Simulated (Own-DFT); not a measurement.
# Strain and stress in C40 NbSi2, 36 atoms (Nb12Si24)

These are calculations, not measurements. The program, named Own-DFT, is a retired in-house plane-wave density functional code that no person has reviewed. Each row is one single-point run on a periodic cell that was not relaxed, without spin or spin-orbit coupling.

Settings of every run: PBE; PseudoDojo norm-conserving scalar-relativistic files; cutoff 42 hartree; 4 x 4 x 5 k mesh centred on Gamma; cold (Marzari-Vanderbilt) smearing of 0.2 eV.

Known limits: forces on such cells failed a check on a denser k mesh; stress not checked against mesh or cutoff.

Unstrained cell vectors in Å: (0.000, 8.324, 0.000); (-9.613, 0.000, 0.000); (0.000, 0.000, 6.586). The unstrained cell was taken from the Materials Project. The random moves and any unrelaxed bonds add to the pressure at no strain. Each run strains this cell uniformly, with the atoms carried along. Every atom was also moved at random, by a Gaussian of width 0.05 Å on each axis. Strain is the symmetric tensor, in per cent. Stress is positive in tension, and the pressure is minus a third of its trace.

| run | e_xx (%) | e_yy (%) | e_zz (%) | e_yz (%) | e_xz (%) | e_xy (%) | s_xx (GPa) | s_yy (GPa) | s_zz (GPa) | s_yz (GPa) | s_xz (GPa) | s_xy (GPa) | P (GPa) | E (meV/atom) |
|---|---|---|---|---|---|---|---|---|---|---|---|---|---|---|
| 1 | 0.85 | 0.64 | -0.28 | 0.50 | 0.80 | 1.89 | 0.68 | 0.08 | -3.92 | 1.42 | 1.86 | 5.28 | 1.05 | 11.0 |
| 2 | -1.60 | -0.16 | 1.43 | 1.37 | 0.48 | 0.07 | -7.38 | -2.50 | 1.06 | 4.10 | 2.14 | 0.30 | 2.94 | 10.5 |
| 3 | 1.86 | -1.41 | 1.41 | -0.34 | 0.25 | 1.81 | 3.17 | -5.74 | 2.74 | -1.09 | 0.18 | 5.10 | -0.06 | 24.2 |
| 4 | -0.46 | -1.67 | -0.28 | -0.94 | 0.44 | 1.85 | -6.29 | -9.83 | -6.82 | -3.47 | 1.84 | 6.72 | 7.65 | 26.8 |
| 5 | 1.07 | 0.50 | 1.80 | -1.24 | 1.05 | 1.71 | 3.11 | 1.31 | 5.57 | -3.14 | 2.53 | 4.72 | -3.33 | 3.3 |
| 6 | -0.84 | 1.91 | -1.58 | 1.67 | -0.20 | -1.33 | -5.35 | 2.45 | -10.39 | 5.37 | -0.70 | -4.42 | 4.43 | 14.3 |
| 7 | 1.56 | 1.86 | 1.83 | -0.39 | 1.50 | -0.38 | 5.83 | 6.25 | 6.79 | -0.90 | 3.71 | -0.69 | -6.29 | 0.0 |
| 8 | -0.24 | 1.31 | -0.36 | -0.34 | -0.12 | -1.36 | -3.02 | 2.52 | -4.13 | -0.79 | -0.69 | -4.16 | 1.54 | 1.1 |
| 9 | 0.02 | 1.69 | 1.92 | 0.55 | -0.75 | -1.46 | 0.07 | 4.11 | 5.73 | 1.34 | -1.64 | -3.92 | -3.30 | 20.2 |
| 10 | -0.67 | 1.84 | -1.12 | 1.89 | 0.86 | 1.81 | -5.55 | 2.70 | -8.17 | 5.39 | 2.64 | 5.49 | 3.67 | 29.7 |
| 11 | -1.50 | -1.75 | -1.48 | -1.22 | -1.65 | 0.04 | -11.38 | -11.52 | -14.64 | -5.15 | -5.68 | 0.34 | 12.52 | 43.6 |
| 12 | 0.83 | 1.44 | 1.76 | 1.54 | 1.34 | -1.57 | 2.29 | 4.14 | 4.74 | 4.51 | 3.96 | -4.17 | -3.72 | 22.5 |
| 13 | 0.42 | -1.37 | 0.30 | 0.09 | 1.88 | 1.30 | -0.69 | -7.14 | -3.18 | 0.43 | 5.29 | 3.85 | 3.67 | 5.4 |
| 14 | -1.42 | -1.40 | 0.31 | 0.31 | 0.49 | -1.68 | -8.53 | -8.01 | -4.53 | 1.12 | 1.10 | -5.13 | 7.03 | 9.2 |
| 15 | 0.16 | 0.48 | 1.30 | 1.31 | 0.21 | 1.72 | -0.91 | 0.87 | 2.30 | 3.84 | 1.02 | 4.88 | -0.75 | 8.3 |
| 16 | -0.71 | 1.41 | -0.53 | 1.41 | 0.78 | -0.27 | ? | ? | ? | ? | ? | ? | ? | ? |

E is the free energy for each atom above the lowest run shown.

## Worked fit

Each stress component was fitted by least squares to a constant and the strains of the runs shown, as fractions, with shears doubled. Shear strains stay in the fit of a normal stress only where such slopes are resolved. The slopes, in GPa:

```
stress  at no strain  per e_xx  per e_yy  per e_zz  scatter
  s_xx          -2.9  359 ± 18   74 ± 12   87 ± 15     0.61
  s_yy          -2.7   50 ± 16  366 ± 10   82 ± 13     0.53
  s_zz          -4.1   86 ± 17   80 ± 11  450 ± 14     0.57
```

Each shear stress against twice its own strain: yz 149 ± 8, xz 144 ± 8, xy 148 ± 6 GPa. These are stiffnesses along x, y and z of the frame in which the cell vectors are given, which need not be the crystal's axes. The atoms are held to the strained lattice; where symmetry lets them move under strain, relaxing them would lower some slopes. The table should be nearly symmetric about its diagonal, and what it lacks of that shows the noise. A ninth of its sum, 181 ± 5 GPa, estimates the bulk modulus near the mean pressure of these runs, 1.8 GPa, so it lies above the value at zero pressure.

## Withheld run

Question: what normal stresses and pressure should run 16 give?

The fit gives s_xx = -4.8, s_yy = 1.7, s_zz = -6.0 and P = 3.0 GPa. The calculation gave -3.75, 1.89, -5.79 and P = 2.55 GPa.
